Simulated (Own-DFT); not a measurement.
# Which defects push the lattice out? wurtzite GaN

No measurement is shown. These are fixed-geometry runs of a retired plane-wave code named Own-DFT, which no person has reviewed; spin and spin-orbit coupling are neglected.

Common settings: PBE; PseudoDojo norm-conserving scalar-relativistic files; cutoff 42 hartree; 4 x 4 x 3 k mesh centred on Gamma; Fermi-Dirac smearing of 0.1 eV.

Keep in mind (not all hold for every row): some atoms lie very close together; not probed for a lower state with spin; forces not confirmed at this smearing and k mesh; stress not checked against mesh or cutoff.

All runs share one cell, with vectors in Å (9.567, 0.000, 0.000); (-4.784, 8.285, 0.000); (0.000, 0.000, 10.370) and a volume of 822.0 Å³. The atoms are randomly displaced, by u rms on each axis. The defect's site can differ from row to row.

```
               cell  formula   u (Å)  P (GPa)
          no defect  Ga36N36  0.0209     5.94
          no defect  Ga36N36  0.0217     5.96
          no defect  Ga36N36  0.0499     7.58
 one N on a Ga site  Ga35N37  0.0299     5.28
 one N on a Ga site  Ga35N37  0.0305     5.53
 one N on a Ga site  Ga35N37  0.0556     7.05
one Ga on an N site  Ga37N35  0.0315    12.42
one Ga on an N site  Ga37N35  0.0318        ?
one Ga on an N site  Ga37N35  0.0446    13.08
one Ga on an N site  Ga37N35  0.0515    13.58
```

## Worked fit

P = P0 + c u² + a shift for each defect gives P0 = 5.62 GPa, c = 765 ± 31 GPa/Å² and a scatter of 0.09 GPa. The shifts, and each times the cell's volume:

- one Ga on an N site: 5.96 ± 0.07 GPa, 30.6 eV
- one N on a Ga site: -0.93 ± 0.07 GPa, -4.8 eV

A positive shift means that the defect pushes the cell outwards. Shift times volume (160.2 GPa Å³ is 1 eV) depends little on the cell's size, so, taken for each site, it can be compared between cells at like pressure. The atoms around the defects weren't relaxed, which would change these numbers.

## Check

Question: what pressure belongs in the blank (one Ga on an N site, u = 0.0318 Å)?

From the fit: 12.36 ± 0.10 GPa. DFT gave 12.28 GPa.
